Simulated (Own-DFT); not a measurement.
Simulation results for Ti7Si13 (C49 TiSi2 crystal with substituted atoms, atoms displaced)

Computed with Own-DFT development build. A calculation, not a measurement: plane-wave density functional theory by an unreviewed code, no spin, of a simulated periodic cell, stress positive in tension, run twice, with PBE and with PBEsol, both on files made for PBE, so the change isn't that of files made for PBEsol, forces on such cells moved up to 12 meV/angstrom on a denser k mesh; the far tail of each file's local potential was reset to the Coulomb form; each entry is a single point on an unrelaxed cell, so the pressure reflects the starting lattice, taken from the Materials Project, from which strain is counted, and rises with the displacements; printed positions are rounded, which can move forces by about a meV/angstrom; the program, named Own-DFT, is a retired in-house code; no spin-orbit coupling; stress was not checked against mesh or cutoff.

## Ti7Si13 (C49 TiSi2 crystal with substituted atoms, atoms displaced)

```
Ti7Si13
1.0
      5.2953    -6.7593     3.5652
      7.0604     0.0000    -7.1303
      5.2953     6.7593     3.5652
Ti Si Ti Si Ti Si Ti Si Ti Si Ti Si Ti Si Ti Si Ti Si Ti Si Ti Si
2 4 2 4 2 4 2 4 2 1 1 2 2 4 2 4 2 4 2 4 2 4
Direct
  0.94210 0.93358 0.15897
  0.87685 0.86840 0.64887
  0.59206 0.92373 0.50189
  0.21911 0.87557 0.29623
  0.89913 0.02658 0.39245
  0.89564 0.79175 0.40883
  0.95009 0.42434 0.16520
  0.84645 0.37389 0.64161
  0.60502 0.40805 0.48406
  0.18389 0.38069 0.29883
  0.89408 0.52131 0.40527
  0.89837 0.29419 0.39687
  0.75507 0.72731 0.95815
  0.65009 0.67741 0.44056
  0.40679 0.72886 0.30114
  0.98834 0.67460 0.11426
  0.69761 0.83612 0.19549
  0.70853 0.58418 0.20468
  0.53440 0.03243 0.73698
  0.44721 0.97944 0.24923
  0.20730 0.01893 0.10655
  0.80621 0.97159 0.93114
  0.51368 0.12814 0.00861
  0.49651 0.87688 0.00316
  0.74890 0.22406 0.94566
  0.67919 0.18138 0.44904
  0.41458 0.22796 0.28999
  0.99442 0.19035 0.10906
  0.68404 0.33559 0.20084
  0.70892 0.07817 0.20122
  0.54155 0.52458 0.74460
  0.46097 0.46872 0.24759
  0.20653 0.53832 0.09221
  0.79880 0.47060 0.91393
  0.48358 0.63100 0.99316
  0.50398 0.37816 0.99711
  0.33549 0.83032 0.54514
  0.25136 0.77312 0.06181
  0.00717 0.83681 0.88894
  0.59670 0.76817 0.71164
  0.29426 0.93176 0.81169
  0.30729 0.67263 0.78125
  0.34170 0.33323 0.55667
  0.23698 0.27965 0.04990
  0.01039 0.32604 0.88172
  0.57891 0.26373 0.71012
  0.28200 0.42183 0.78839
  0.30734 0.18065 0.79063
  0.14692 0.60963 0.34320
  0.05019 0.57330 0.83871
  0.80350 0.63858 0.68846
  0.39578 0.56671 0.50995
  0.09454 0.73278 0.59143
  0.09585 0.46637 0.60878
  0.14228 0.12767 0.34528
  0.05146 0.07602 0.85386
  0.81919 0.13211 0.70091
  0.37931 0.07579 0.49875
  0.10003 0.21092 0.61172
  0.08588 0.98501 0.61599
```

It was run with functional PBE, then PBEsol, potential files PseudoDojo norm-conserving, scalar-relativistic, standard set, wave cutoff 42 hartree, occupations cold (Marzari-Vanderbilt), smearing width 0.2 eV and k mesh 4 x 4 x 4 centred on Gamma.

The calculation gives: PBE pressure 6.58 GPa; PBE stress xx -5.87 GPa; PBE stress yy -5.44 GPa; PBE stress zz -8.44 GPa; PBE stress yz 0.94 GPa; PBE stress xz -0.06 GPa; PBE stress xy -0.29 GPa; PBEsol pressure 3.2 GPa; PBEsol stress xx -2.4 GPa; PBEsol stress yy -1.83 GPa; PBEsol stress zz -5.37 GPa; PBEsol stress yz 0.96 GPa; PBEsol stress xz -0.07 GPa; PBEsol stress xy -0.26 GPa; rms change of force components from PBE to PBEsol 0.028 eV/Å.

Force:
```tsv
force element	PBE force x (eV/Å)	PBE force y (eV/Å)	PBE force z (eV/Å)	PBEsol force x (eV/Å)	PBEsol force y (eV/Å)	PBEsol force z (eV/Å)
Ti	-0.183	-1.526	2.429	-0.163	-1.531	2.363
Ti	-0.614	3.221	-2.551	-0.612	3.197	-2.521
Si	0.569	-1.275	-0.058	0.555	-1.321	-0.067
Si	-1.006	4.51	-0.267	-0.987	4.574	-0.266
Si	1.518	0.02	-0.132	1.548	0.013	-0.15
Si	-1.777	-0.974	0.619	-1.798	-0.955	0.624
Ti	0.443	-0.976	-3.073	0.421	-0.997	-3.007
Ti	1.097	0.613	-0.328	1.079	0.608	-0.314
Si	2.026	0.504	-1.013	2.003	0.451	-0.998
Si	0.058	-0.408	2.266	0.049	-0.357	2.251
Si	1.39	-0.345	-0.861	1.413	-0.34	-0.873
Si	-1.244	-0.331	1.807	-1.272	-0.327	1.826
Ti	-1.097	0.25	-0.467	-1.079	0.225	-0.467
Ti	0.569	0.418	0.637	0.565	0.432	0.636
Si	-0.667	-1.544	2.256	-0.657	-1.608	2.272
Si	0.167	0.056	-0.769	0.165	0.109	-0.772
Si	-0.166	0.365	0.564	-0.157	0.358	0.577
Si	-0.979	-0.034	-0.319	-0.989	-0.035	-0.328
Ti	0.594	0.428	2.476	0.579	0.424	2.443
Ti	0.775	-1.326	0.599	0.746	-1.276	0.602
Si	-0.231	-1.516	-3.038	-0.229	-1.539	-3.12
Si	-1.413	0.114	-2.767	-1.379	0.171	-2.764
Si	-1.171	0.388	-0.6	-1.178	0.379	-0.599
Si	0.035	-0.43	-0.084	0.038	-0.419	-0.081
Ti	-0.192	0.35	-0.982	-0.166	0.326	-0.936
Ti	-2.705	1.985	0.383	-2.676	1.983	0.351
Si	-0.284	0.308	-0.103	-0.279	0.26	-0.118
Ti	-1.23	3.459	0.676	-1.185	3.399	0.678
Si	0.42	-1.819	1.47	0.433	-1.787	1.48
Si	0.403	0.264	-0.697	0.419	0.25	-0.691
Ti	0.656	0.091	1.219	0.648	0.085	1.198
Ti	0.037	0.99	-1.952	0.037	1	-1.933
Si	-1.239	-0.672	1.044	-1.215	-0.711	1.044
Si	-0.288	0	-0.975	-0.28	0.045	-0.979
Si	0.539	-0.492	0.771	0.552	-0.478	0.788
Si	-0.644	0.187	-0.501	-0.651	0.177	-0.518
Ti	0.883	-0.034	1.273	0.885	-0.081	1.274
Ti	-0.383	-1.419	-1.118	-0.355	-1.383	-1.108
Si	-0.043	-0.352	2.639	-0.052	-0.411	2.636
Si	0.124	1.296	-1.528	0.116	1.367	-1.528
Si	-0.629	-0.597	0.155	-0.633	-0.587	0.146
Si	0.083	1.182	-0.326	0.067	1.151	-0.337
Ti	-2.003	-0.84	0.413	-1.97	-0.835	0.422
Ti	0.957	-2.136	0.625	0.912	-2.048	0.617
Si	-0.134	-0.288	-0.636	-0.139	-0.298	-0.565
Si	1.485	-0.627	-0.614	1.47	-0.587	-0.612
Si	2.078	0.146	0.752	2.097	0.143	0.756
Si	0.047	1.109	0.796	0.05	1.082	0.81
Ti	2.793	1.241	-0.785	2.763	1.188	-0.775
Ti	1.142	0.585	-0.471	1.12	0.594	-0.464
Si	-0.847	-0.664	2.161	-0.829	-0.732	2.18
Si	-0.001	-0.044	-1.372	-0.005	0.008	-1.354
Si	-0.098	-0.784	1.284	-0.082	-0.766	1.281
Si	-0.727	-0.744	-1.618	-0.739	-0.739	-1.629
Ti	1.39	-0.035	1.537	1.338	-0.09	1.484
Ti	0.77	-0.277	0.333	0.762	-0.251	0.319
Si	-1.594	0.432	0.335	-1.565	0.391	0.327
Si	0.638	0.492	-0.436	0.616	0.553	-0.435
Si	0.543	-0.579	-1.995	0.552	-0.57	-2.017
Si	-0.641	-1.915	0.919	-0.677	-1.882	0.94
```
